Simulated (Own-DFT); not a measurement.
Simulation results for Hf₃₆O₇₁ (tetragonal hafnia with one neutral oxygen vacancy, atoms displaced)

Computed with Own-DFT development build. A calculation, not a measurement: plane-wave PBE and HSE06 DFT by an unreviewed code, no spin, of a simulated cell at Gamma alone, so results move with cell size and shape, stress positive in tension, energies less offsets, not probed for a lower state with spin; hafnium file: forces about 75 meV/angstrom off all-electron values; oxygen file: force components 24 meV/angstrom off all-electron in a glass; k mesh not checked against a denser one; forces and stress are PBE's, HSE06 gives the energy alone, and its difference from PBE has offsets of its own; offsets are fitted by least squares, one for each functional and potential file, so energies compare only between cells with the same atoms and settings and are not formation energies; the far tail of each file's local potential was reset to the Coulomb form; each entry is a single point on an unrelaxed cell, so the pressure reflects the starting lattice, taken from the Materials Project, from which strain is counted, and rises with the displacements; printed positions are rounded, which can move forces by about a meV/angstrom; the program is a retired in-house code; no spin-orbit coupling.

Settings shared by all entries: first functional PBE; second functional HSE06; exact exchange share 0.25; screening 0.11 1/bohr; exchange divergence Gygi-Baldereschi; potential files PseudoDojo norm-conserving, scalar-relativistic, made for PBE, standard set; wave cutoff 48 hartree; occupations fixed; k mesh 1 x 1 x 1 centred on Gamma.

(1) Hf₃₆O₇₁ (tetragonal hafnia with one neutral oxygen vacancy, atoms displaced)

```
cell vectors (Å)
  10.7800     0.0000     0.0000
   0.0000    10.7800     0.0000
   0.0000     0.0000    10.4493
atoms (fractions of the cell vectors)
Hf  0.00327  0.00542  0.00355
Hf  0.16925  0.16357  0.24635
O   0.99865  0.16579  0.15368
O   0.16392  0.00564  0.35466
O   0.99795  0.16667  0.40284
O   0.16408  0.99855  0.09389
Hf  0.00005  0.00228  0.50146
Hf  0.16575  0.16377  0.74763
O   0.99788  0.16711  0.65050
O   0.16580  0.00195  0.84697
O   0.99979  0.16613  0.90880
O   0.16747  0.00506  0.59017
Hf  0.99845  0.33449  0.00287
Hf  0.16359  0.50522  0.25228
O   0.00253  0.49814  0.15368
O   0.16657  0.33378  0.34672
O   0.00298  0.49673  0.40599
O   0.16605  0.33500  0.09987
Hf  0.99651  0.33353  0.49411
Hf  0.17129  0.50204  0.74820
O   0.99968  0.50094  0.64821
O   0.16672  0.33028  0.85445
O   0.99736  0.50356  0.89861
O   0.16610  0.33566  0.59918
Hf  0.00452  0.66329  0.00272
Hf  0.16729  0.83076  0.25069
O   0.00478  0.83527  0.15688
O   0.16706  0.66604  0.34563
O   0.00046  0.82810  0.39928
O   0.15857  0.66498  0.09406
Hf  0.00442  0.66583  0.50008
Hf  0.16757  0.83254  0.75545
O   0.99614  0.83569  0.64991
O   0.16682  0.66776  0.84547
O   0.00084  0.83538  0.90062
O   0.16775  0.66772  0.60078
Hf  0.33568  0.00042  0.00247
Hf  0.50201  0.16595  0.25024
O   0.33289  0.16727  0.14763
O   0.49729  0.00159  0.34029
O   0.33636  0.16510  0.40063
O   0.50130  0.00284  0.09781
Hf  0.33682  0.00440  0.50213
Hf  0.49955  0.16298  0.75128
O   0.32746  0.17178  0.65322
O   0.49970  0.99753  0.84635
O   0.32935  0.16675  0.90005
O   0.50325  0.00007  0.60102
Hf  0.33231  0.33547  0.99983
Hf  0.49763  0.50222  0.24818
O   0.32932  0.50588  0.15468
O   0.50179  0.33393  0.34420
O   0.33311  0.50257  0.40048
O   0.50327  0.33975  0.09414
Hf  0.33616  0.33088  0.50301
Hf  0.50089  0.50206  0.75578
O   0.33460  0.50226  0.65288
O   0.50278  0.33588  0.85086
O   0.32849  0.49558  0.90719
O   0.49918  0.33752  0.59641
Hf  0.33064  0.67131  0.99666
Hf  0.50220  0.83757  0.24939
O   0.33471  0.82892  0.15302
O   0.50226  0.66730  0.35043
O   0.32823  0.83200  0.40548
O   0.50112  0.66438  0.09444
Hf  0.33844  0.66604  0.50117
Hf  0.50213  0.83564  0.74738
O   0.33333  0.83087  0.65395
O   0.49395  0.66556  0.84448
O   0.33340  0.83571  0.90399
O   0.50349  0.66681  0.59828
Hf  0.66058  0.00417  0.99891
Hf  0.83240  0.16388  0.25077
O   0.66513  0.16968  0.15733
O   0.82661  0.99952  0.34302
O   0.66826  0.16599  0.40336
O   0.83128  0.00150  0.09938
Hf  0.66578  0.00643  0.50204
Hf  0.83112  0.16437  0.75005
O   0.66634  0.16649  0.64694
O   0.83469  0.99716  0.84788
O   0.66942  0.16564  0.89996
O   0.83527  0.00271  0.59968
Hf  0.67009  0.33326  0.99535
Hf  0.83204  0.49736  0.24654
O   0.66394  0.49553  0.15273
O   0.83424  0.33413  0.34405
O   0.66675  0.50292  0.40262
Hf  0.66525  0.33243  0.49548
Hf  0.83268  0.50260  0.74770
O   0.66757  0.49649  0.64956
O   0.83205  0.33195  0.84700
O   0.66999  0.50741  0.90159
O   0.83012  0.33487  0.59915
Hf  0.66679  0.67067  0.99961
Hf  0.83512  0.83660  0.25343
O   0.66307  0.83566  0.15154
O   0.82910  0.66303  0.34890
O   0.66760  0.83222  0.39918
O   0.83577  0.66622  0.09811
Hf  0.66903  0.66223  0.50065
Hf  0.83552  0.83084  0.75107
O   0.66775  0.83242  0.65602
O   0.83644  0.66773  0.85137
O   0.66371  0.83548  0.90131
O   0.83091  0.66525  0.60047
```

```
PBE energy of cell above offsets : -100.691 eV
HSE06 less PBE above offsets     : -0.132 eV
PBE pressure                     : 0.93 GPa
PBE stress xx                    : -0.43 GPa
PBE stress yy                    : -0.77 GPa
PBE stress zz                    : -1.59 GPa
PBE stress yz                    : 0.32 GPa
PBE stress xz                    : -0.05 GPa
PBE stress xy                    : -0.07 GPa
```

Force:
| element | x (eV/Å) | y (eV/Å) | z (eV/Å) |
| --- | --- | --- | --- |
| Hf | -1.726 | -1.145 | -0.791 |
| Hf | -0.425 | 1.209 | 0.697 |
| O | 0.11 | 0.307 | 0.034 |
| O | 0.211 | -0.97 | -1.376 |
| O | -0.478 | -0.204 | -0.272 |
| O | 1.655 | 0.196 | 0.905 |
| Hf | 0.296 | -0.448 | -0.219 |
| Hf | -0.835 | 1.225 | 0.644 |
| O | 0.117 | -0.162 | 0.474 |
| O | 0.154 | -0.425 | -0.14 |
| O | -0.182 | 0.555 | -0.566 |
| O | 0.263 | -0.142 | 1.067 |
| Hf | 0.311 | 0.307 | -0.438 |
| Hf | 0.898 | -1.896 | 0.046 |
| O | -1.071 | -0.325 | -0.363 |
| O | 0.077 | -0.566 | -0.138 |
| O | -0.047 | 1.069 | -0.838 |
| O | -0.018 | -0.252 | -0.244 |
| Hf | 0.67 | -0.198 | 1.392 |
| Hf | -1.215 | -1.322 | -0.065 |
| O | 0.225 | 0.122 | 0.631 |
| O | -0.164 | 0.422 | -1.038 |
| O | 0.299 | -0.892 | 0.565 |
| O | 0.1 | 0.007 | -0.313 |
| Hf | -2.68 | 0.75 | -1.526 |
| Hf | -0.128 | 0.87 | 0.794 |
| O | -0.736 | 0.127 | -0.232 |
| O | -0.263 | 0.516 | 0.45 |
| O | -0.159 | 1.023 | 0.339 |
| O | 2.513 | 0.328 | 0.968 |
| Hf | -0.836 | -0.302 | 0.571 |
| Hf | -0.891 | 0.333 | -0.91 |
| O | 1.188 | -0.09 | 0.053 |
| O | 0.486 | -0.124 | 0.615 |
| O | 0.452 | -0.268 | 0.585 |
| O | 0.089 | -0.027 | -0.402 |
| Hf | -0.814 | 0.764 | -0.486 |
| Hf | -0.902 | 1.208 | -0.413 |
| O | 0.503 | -0.367 | 0.354 |
| O | 0.108 | -0.107 | 1.278 |
| O | 0.239 | 0.394 | 0.223 |
| O | -0.647 | 0.036 | 0.007 |
| Hf | -1.167 | -1.045 | -0.643 |
| Hf | -0.252 | 1.238 | -0.035 |
| O | 1.866 | -0.496 | -0.453 |
| O | -0.104 | 0.941 | 0.496 |
| O | 0.877 | -0.509 | 0.188 |
| O | -0.751 | 0.31 | -0.138 |
| Hf | -0.399 | -0.79 | 0.545 |
| Hf | -0.22 | 0.121 | -0.001 |
| O | 0.25 | 0.018 | -0.229 |
| O | 0.015 | -0.267 | 0.312 |
| O | 0.172 | -0.602 | 0.655 |
| O | -0.626 | -0.445 | -0.051 |
| Hf | -1.262 | 0.886 | -0.691 |
| Hf | 0.51 | -0.469 | -1.156 |
| O | 0.355 | 0.034 | 0.198 |
| O | 0.041 | -0.861 | -0.676 |
| O | 0.149 | 1.563 | -0.753 |
| O | 0.295 | -0.607 | 0.107 |
| Hf | 0.573 | -1.124 | 0.82 |
| Hf | 0.398 | -1.69 | 0.494 |
| O | -0.304 | 0.223 | -0.305 |
| O | -0.399 | 0.402 | -0.56 |
| O | 0.289 | 0.833 | 0.023 |
| O | -0.457 | 0.067 | -0.095 |
| Hf | 0.022 | -0.033 | 0.018 |
| Hf | 0.234 | -1.241 | -0.165 |
| O | 0.152 | 0.472 | 0.248 |
| O | -0.211 | 0.737 | 0.531 |
| O | -0.235 | 0.18 | -0.092 |
| O | -0.334 | 0.041 | 0.117 |
| Hf | 2.053 | -1.259 | 0.099 |
| Hf | 0.474 | 0.222 | -0.476 |
| O | 0.417 | 0.259 | -0.899 |
| O | 0.397 | 0.178 | 1.102 |
| O | -0.282 | 0.087 | -0.469 |
| O | -0.129 | -0.009 | -0.272 |
| Hf | 1.392 | -1.68 | -0.097 |
| Hf | 0.618 | -0.129 | -0.114 |
| O | -0.581 | -0.122 | 0.63 |
| O | -0.261 | 0.604 | -0.15 |
| O | -0.549 | 0.096 | -0.107 |
| O | -0.942 | 0.124 | -0.625 |
| Hf | 0.051 | 1.155 | 0.683 |
| Hf | -0.464 | 1.072 | -0.016 |
| O | 1.037 | -0.118 | -0.119 |
| O | -0.184 | -0.33 | -0.203 |
| O | -0.073 | -1.29 | -0.251 |
| Hf | 0.167 | 1.239 | 0.816 |
| Hf | 0.535 | 0.021 | 0.078 |
| O | -0.657 | 0.231 | 0.532 |
| O | -0.129 | 0.184 | 0.42 |
| O | -0.299 | -0.955 | -0.062 |
| O | 0.214 | -0.257 | -0.744 |
| Hf | 0.831 | 0.068 | 0.396 |
| Hf | -0.396 | -1.417 | -0.59 |
| O | 0.587 | -0.064 | -0.106 |
| O | 0.469 | 0.369 | -0.287 |
| O | -0.239 | 0.776 | 0.763 |
| O | -0.381 | 0.091 | 0.149 |
| Hf | 0.038 | 0.857 | -0.406 |
| Hf | 0.062 | 0.042 | 0.36 |
| O | -0.107 | 0.335 | -0.344 |
| O | -0.405 | 0.201 | -0.528 |
| O | -0.307 | -0.022 | 0.3 |
| O | 0.812 | 0.011 | -0.094 |

(2) Hf₃₆O₇₁ (tetragonal hafnia with one neutral oxygen vacancy, atoms displaced)

```
cell vectors (Å)
  10.7800     0.0000     0.0000
   0.0000    10.7800     0.0000
   0.0000     0.0000    10.4493
atoms (fractions of the cell vectors)
Hf  0.99912  0.99255  0.00035
Hf  0.16182  0.15724  0.25133
O   0.99675  0.16871  0.15994
O   0.16632  0.00063  0.35317
O   0.01235  0.16896  0.40731
O   0.15726  0.99506  0.09870
Hf  0.00374  0.99923  0.50000
Hf  0.17057  0.16354  0.75487
O   0.00229  0.16681  0.65400
O   0.16677  0.00285  0.84082
O   0.00168  0.17196  0.89907
O   0.17052  0.99656  0.60142
Hf  0.00083  0.33063  0.00134
Hf  0.16318  0.50033  0.24913
O   0.99801  0.49965  0.15005
O   0.16455  0.33535  0.35179
O   0.99581  0.50602  0.40491
O   0.16596  0.33177  0.10381
Hf  0.99184  0.33184  0.49943
Hf  0.16874  0.50264  0.74433
O   0.99797  0.50288  0.64939
O   0.16366  0.33211  0.85036
O   0.99827  0.50420  0.89886
O   0.16731  0.33410  0.60087
Hf  0.99730  0.65576  0.00089
Hf  0.16768  0.83230  0.24035
O   0.00260  0.83872  0.14962
O   0.17345  0.66617  0.35028
O   0.99347  0.83132  0.39911
O   0.16684  0.67316  0.10606
Hf  0.00173  0.66819  0.49884
Hf  0.15978  0.84147  0.75201
O   0.00189  0.83940  0.64855
O   0.16472  0.65968  0.85463
O   0.16607  0.66824  0.59159
Hf  0.33194  0.99143  0.00221
Hf  0.50009  0.16078  0.24832
O   0.32924  0.16269  0.15068
O   0.49814  0.00557  0.35598
O   0.33059  0.16477  0.39731
O   0.49417  0.00228  0.09851
Hf  0.32522  0.99635  0.48910
Hf  0.50881  0.17057  0.75375
O   0.33263  0.16658  0.65607
O   0.50535  0.00108  0.84851
O   0.33441  0.17067  0.90620
O   0.50778  0.00495  0.60293
Hf  0.33232  0.33121  0.99952
Hf  0.49901  0.50041  0.25332
O   0.32893  0.49735  0.15290
O   0.49700  0.33090  0.34900
O   0.33016  0.49999  0.40585
O   0.49806  0.33094  0.10156
Hf  0.33653  0.33689  0.50352
Hf  0.49889  0.49492  0.75238
O   0.34695  0.50116  0.65402
O   0.49813  0.33750  0.84776
O   0.33080  0.49791  0.89399
O   0.49951  0.33127  0.59277
Hf  0.33420  0.66880  0.99491
Hf  0.49840  0.83643  0.25308
O   0.33997  0.82931  0.15785
O   0.49095  0.67270  0.34540
O   0.33562  0.82926  0.40225
O   0.50113  0.66496  0.10589
Hf  0.33601  0.67242  0.49547
Hf  0.49626  0.83719  0.74861
O   0.33598  0.83078  0.64908
O   0.50499  0.66156  0.85582
O   0.33563  0.83289  0.89545
O   0.50107  0.67036  0.59644
Hf  0.66163  0.00517  0.00323
Hf  0.82762  0.17103  0.24561
O   0.67147  0.16121  0.14787
O   0.83895  0.99786  0.35035
O   0.66644  0.17119  0.39972
O   0.82472  0.00329  0.09815
Hf  0.66230  0.99917  0.51042
Hf  0.83697  0.16514  0.75205
O   0.67830  0.16415  0.66580
O   0.83673  0.99554  0.84843
O   0.66558  0.16692  0.90693
O   0.82976  0.00149  0.59746
Hf  0.66856  0.33222  0.99126
Hf  0.83512  0.49557  0.25095
O   0.66950  0.50300  0.15311
O   0.83672  0.33266  0.35660
O   0.66460  0.49928  0.40081
O   0.83364  0.33986  0.09214
Hf  0.66443  0.32464  0.49651
Hf  0.82468  0.49864  0.74655
O   0.66424  0.50003  0.65196
O   0.83312  0.33780  0.83572
O   0.67034  0.49788  0.90646
O   0.83856  0.33356  0.59764
Hf  0.65570  0.66509  0.00316
Hf  0.83040  0.82879  0.24617
O   0.66473  0.82829  0.14834
O   0.83680  0.66853  0.34242
O   0.66762  0.83574  0.39565
O   0.83257  0.66605  0.08923
Hf  0.67340  0.66473  0.49626
Hf  0.83071  0.83551  0.75580
O   0.66938  0.83365  0.64481
O   0.83475  0.66645  0.84705
O   0.66738  0.82851  0.89652
O   0.83274  0.66263  0.59826
```

```
PBE energy of cell above offsets : -97.850 eV
HSE06 less PBE above offsets     : 0.000 eV
PBE pressure                     : 1.6 GPa
PBE stress xx                    : -1.47 GPa
PBE stress yy                    : -1.61 GPa
PBE stress zz                    : -1.73 GPa
PBE stress yz                    : -0.45 GPa
PBE stress xz                    : -0.49 GPa
PBE stress xy                    : 0.04 GPa
```

Force:
| element | x (eV/Å) | y (eV/Å) | z (eV/Å) |
| --- | --- | --- | --- |
| Hf | -1.78 | 0.085 | -0.469 |
| Hf | 0.676 | 3.209 | 0.754 |
| O | -0.392 | 0.075 | -0.816 |
| O | 0.31 | -1.714 | -0.195 |
| O | -0.451 | -0.98 | -0.186 |
| O | 2.138 | 0.176 | -0.154 |
| Hf | -1.508 | 0.016 | -0.082 |
| Hf | -0.335 | 2.899 | -1.583 |
| O | -0.126 | -0.508 | -0.001 |
| O | -0.125 | -1.021 | 2.298 |
| O | -0.494 | -1.486 | 1.121 |
| O | -0.234 | -0.067 | -0.383 |
| Hf | 1.379 | 0.904 | -0.713 |
| Hf | 0.832 | -0.863 | 1.166 |
| O | 0.199 | 0.229 | -0.019 |
| O | 0.033 | -0.054 | -0.963 |
| O | -0.069 | -0.849 | -0.904 |
| O | -0.305 | -0.033 | -0.868 |
| Hf | 2.948 | 0.863 | 0.248 |
| Hf | -0.61 | -1.12 | -0.169 |
| O | 0.32 | -0.025 | 0.612 |
| O | 0.24 | 0.531 | 0.014 |
| O | 0.065 | -1.898 | 0.414 |
| O | 0.252 | 0.471 | -0.177 |
| Hf | 0.232 | 1.191 | -0.56 |
| Hf | -0.876 | -1.489 | 1.509 |
| O | -1.161 | 0.08 | -0.45 |
| O | -0.531 | 0.714 | -0.769 |
| O | 0.866 | 0.418 | 0.087 |
| O | 0.207 | -0.02 | -0.964 |
| Hf | -0.223 | -0.307 | 0.375 |
| Hf | 0.491 | -2.151 | -1.115 |
| O | -0.599 | -0.151 | 1.036 |
| O | 0.216 | 1.814 | -0.508 |
| O | 0.59 | -0.258 | 1.063 |
| Hf | -0.214 | 2.132 | -0.219 |
| Hf | -1.221 | 1.713 | 0.131 |
| O | 0.224 | -0.554 | 0.253 |
| O | 0.078 | -1.032 | -0.67 |
| O | 0.064 | 0.107 | 0.556 |
| O | 0.584 | -0.138 | 0.322 |
| Hf | 0.976 | 1.235 | 1.501 |
| Hf | -1.847 | -0.863 | -0.773 |
| O | 1.167 | -0.061 | 0.158 |
| O | -0.429 | 0.293 | 0.412 |
| O | 0.121 | -1.941 | -0.186 |
| O | -2.053 | 0.054 | 0.53 |
| Hf | -0.773 | 0.969 | 0.946 |
| Hf | -0.308 | -0.16 | -0.378 |
| O | 0.675 | 0.349 | -0.192 |
| O | 0.323 | -0.053 | -0.294 |
| O | 0.671 | 0.112 | -0.185 |
| O | 0.847 | -0.063 | -0.786 |
| Hf | -2.22 | -0.704 | -0.92 |
| Hf | 0.742 | 2.056 | -0.318 |
| O | -2.291 | -0.208 | -0.76 |
| O | 0.621 | -1.462 | 0.505 |
| O | 0.272 | 0.473 | 1.188 |
| O | 1.449 | -0.746 | 1.198 |
| Hf | -0.392 | -1.923 | 0.443 |
| Hf | 1.953 | -0.514 | 0.764 |
| O | -1.373 | 0.902 | -1.738 |
| O | 0.486 | -1.01 | 0.148 |
| O | -0.199 | 2.172 | -1.038 |
| O | -1.451 | -0.121 | -0.524 |
| Hf | 0.013 | -1.719 | 1.148 |
| Hf | 1.357 | -1.224 | -0.769 |
| O | -0.51 | 0.429 | 0.368 |
| O | -0.703 | 0.617 | -0.368 |
| O | -0.003 | 0.188 | 0.688 |
| O | 0.795 | 0.15 | -0.222 |
| Hf | 0.502 | -1.967 | -0.486 |
| Hf | 1.2 | -1.795 | 1.479 |
| O | -1.631 | 0.382 | 0.137 |
| O | -0.086 | 1.156 | -1.073 |
| O | 0.053 | -1.487 | -0.133 |
| O | 1.521 | -0.383 | -0.502 |
| Hf | 1.86 | -1.115 | -1.712 |
| Hf | 2.627 | -0.01 | -0.037 |
| O | -2.436 | 0.68 | -1.685 |
| O | 0.344 | 0.884 | 0.814 |
| O | -0.009 | -0.041 | -0.886 |
| O | 1.003 | 0.189 | 0.262 |
| Hf | -0.532 | 1.363 | 1.79 |
| Hf | -0.354 | 0.9 | 0.02 |
| O | -0.63 | -0.271 | 0.454 |
| O | -0.251 | -0.151 | -1.253 |
| O | -0.021 | -0.423 | 0.043 |
| O | -0.578 | -0.663 | 0.55 |
| Hf | 0.543 | 2.271 | 0.595 |
| Hf | 1.831 | 1.629 | -0.343 |
| O | -0.451 | -0.257 | -0.223 |
| O | -0.482 | -1.583 | 1.631 |
| O | -0.067 | 0.003 | -0.551 |
| O | -2.341 | -0.25 | 0.172 |
| Hf | 1.627 | 0.339 | -0.506 |
| Hf | 0.277 | 1.284 | 0.523 |
| O | -0.615 | 0.493 | 0.03 |
| O | -0.752 | -0.937 | 0.09 |
| O | -0.233 | -0.202 | 0.417 |
| O | -0.098 | 0.313 | 0.834 |
| Hf | -0.872 | 0.853 | 0.759 |
| Hf | -0.416 | -1.47 | -1.057 |
| O | -0.516 | 0.226 | 0.608 |
| O | 0.524 | 0.455 | -0.337 |
| O | -0.186 | 1.116 | 0.568 |
| O | 0.036 | 0.326 | -0.558 |
